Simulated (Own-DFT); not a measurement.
## Calculated data, GaP (zincblende, atoms displaced)

A calculation, not a measurement: plane-wave PBE density functional theory by an unreviewed code, no spin, of a simulated periodic cell, stress positive in tension, free energy of the whole cell less one offset for each atom, forces on such cells passed a denser k mesh, this cell's mesh not checked; offsets are fitted by least squares, one for each functional and potential file, so energies compare only between cells with the same atoms and settings and are not formation energies; the far tail of each file's local potential was reset to the Coulomb form; each entry is a single point on an unrelaxed cell, so the pressure reflects the starting lattice, mostly measured values (interpolated for alloys), from which strain is counted, and rises with the displacements; printed positions are rounded, which can move forces by about a meV/angstrom; the program, named Own-DFT, is a retired in-house code; no spin-orbit coupling. Program: Own-DFT development build.

## GaP (zincblende, atoms displaced)

```xyz
64
Lattice="10.9010 0.0000 0.0000 0.0000 10.9010 0.0000 0.0000 0.0000 10.9010" Properties=species:S:1:pos:R:3 GaP
Ga    10.8378     0.0631    10.8474
Ga    10.7893     2.7265     2.9112
Ga     2.7524     0.0196     2.5153
Ga     2.7792     2.6830    10.7986
P      1.4144     1.3335     1.5149
P      1.4386     4.0966     4.1105
P      4.0302     1.4952     4.2581
P      4.0475     4.2080     1.3806
Ga     0.2136    10.7193     5.5241
Ga    10.7416     2.7388     8.1197
Ga     2.7423     0.0530     8.3248
Ga     2.7221     2.6635     5.4772
P      1.4232     1.4166     6.8937
P      1.2843     4.1020     9.5486
P      4.1630     1.5947     9.5006
P      4.0430     4.0765     6.5748
Ga     0.0425     5.3116     0.0487
Ga     0.0251     8.0064     2.6828
Ga     2.6908     5.3635     2.8402
Ga     2.8334     8.1895     0.0820
P      1.4512     6.9353     1.3350
P      1.4913     9.6669     4.1202
P      4.1847     6.7686     4.1303
P      4.1000     9.5431     1.2781
Ga    10.6693     5.2576     5.5512
Ga    10.8724     8.1742     8.3137
Ga     2.6966     5.5031     8.2203
Ga     2.8791     8.3511     5.5312
P      1.4016     6.7817     6.8492
P      1.2100     9.4574     9.4975
P      4.1169     6.7148     9.7397
P      4.0951     9.7344     6.8200
Ga     5.5315    10.8526    10.8626
Ga     5.6274     2.6989     2.7281
Ga     8.2925    10.8420     2.6778
Ga     8.2866     2.6126    10.7254
P      6.8085     1.3113     1.3746
P      6.8375     4.0756     4.1641
P      9.5903     1.4841     4.2222
P      9.6156     4.0908     1.3140
Ga     5.4222     0.0506     5.4401
Ga     5.2927     2.8987     8.1630
Ga     8.2401    10.7142     8.4444
Ga     8.1368     2.8107     5.4263
P      6.8328     1.3112     6.8269
P      6.8719     3.9229     9.6422
P      9.6199     1.2158     9.5936
P      9.5576     4.1847     6.7793
Ga     5.3953     5.3208    10.8290
Ga     5.3875     8.1325     2.7639
Ga     8.0135     5.6639     2.6639
Ga     8.1082     8.0643     0.1495
P      6.9732     6.8996     1.4986
P      6.8564     9.5350     4.0053
P      9.5351     6.7755     4.1374
P      9.3943     9.5293     1.4557
Ga     5.5497     5.5651     5.5964
Ga     5.6411     8.1538     8.1264
Ga     8.1243     5.3539     8.0758
Ga     8.1853     8.2418     5.4903
P      6.7955     6.7842     6.9066
P      6.8380     9.4257     9.3913
P      9.5480     6.7576     9.5350
P      9.6371     9.6460     6.7185
```

Here we set functional PBE, potential files PseudoDojo norm-conserving, scalar-relativistic, standard set, wave cutoff 42 hartree, occupations Fermi-Dirac, smearing width 0.1 eV and k mesh 3 x 3 x 3 centred on Gamma.

Results for GaP (zincblende, atoms displaced): free energy of cell above offsets -24.265 eV; pressure 5.32 GPa; stress xx -5.43 GPa; stress yy -5.33 GPa; stress zz -5.19 GPa; stress yz 1.03 GPa; stress xz 1.19 GPa; stress xy 0.01 GPa.

Force:
```csv
element,x (eV/Å),y (eV/Å),z (eV/Å)
Ga,2.322,-2.194,3.087
Ga,1.551,1.005,-1.646
Ga,1.306,-0.538,2.668
Ga,-1.485,1.117,1.903
P,-1.985,1.829,-2.485
P,-2.014,-0.832,1.242
P,1.826,-1.96,-3.331
P,0.47,-1.877,0.285
Ga,-0.282,2.847,-0.089
Ga,1.27,-0.327,0.484
Ga,-0.318,0.115,-0.086
Ga,-1.712,0.831,0.269
P,-0.89,-0.452,0.195
P,0.846,-1.102,-0.863
P,-0.036,-3.221,0.684
P,0.484,1.619,2.471
Ga,0.306,2.076,-0.217
Ga,-0.327,1.683,1.085
Ga,0.675,1.908,-0.978
Ga,-1.159,0.057,-1.446
P,-0.338,-2.21,0.412
P,0.451,-2.019,-1.847
P,-0.985,0.38,0.416
P,1.222,0.346,0.743
Ga,4.997,4.128,-3.969
Ga,-0.787,-1.338,-2.661
Ga,0.455,-0.684,-0.228
Ga,-0.986,-1.488,-0.568
P,-0.78,0.898,-0.579
P,2.643,1.779,1.972
P,-0.088,1.532,-2.544
P,0.816,-1.167,1.545
Ga,-0.269,0.551,-0.624
Ga,-1.972,0.632,0.52
Ga,-1.444,2.433,2.145
Ga,0.031,0.026,2.467
P,1.25,-0.187,-0.619
P,-0.374,1.787,-1.127
P,-0.67,-2.491,0.422
P,-1.727,-0.736,1.204
Ga,0.968,0.233,-0.581
Ga,1.825,-0.03,-1.767
Ga,1.024,1.774,-3.209
Ga,0.316,-1.219,1.141
P,0.284,0.666,1.048
P,-0.877,1.582,-1.798
P,-1.294,1.981,-2.345
P,-3.586,-3.993,3.138
Ga,1.771,-0.038,1.487
Ga,0.627,0.572,-0.301
Ga,3.596,-4.472,3.407
Ga,1.705,1.402,-2.528
P,-5.567,0.947,-2.477
P,-0.859,0.274,0.895
P,-0.167,-0.078,0.076
P,2.902,-1.457,-2.174
Ga,-1.023,-1.45,-1.747
Ga,-3.614,0.091,0.142
Ga,0.165,0.394,2.024
Ga,0.161,-0.137,-0.349
P,1.878,0.377,-0.855
P,-0.285,-0.218,3.599
P,-0.812,-0.394,0.712
P,-1.43,-1.562,2.146
```
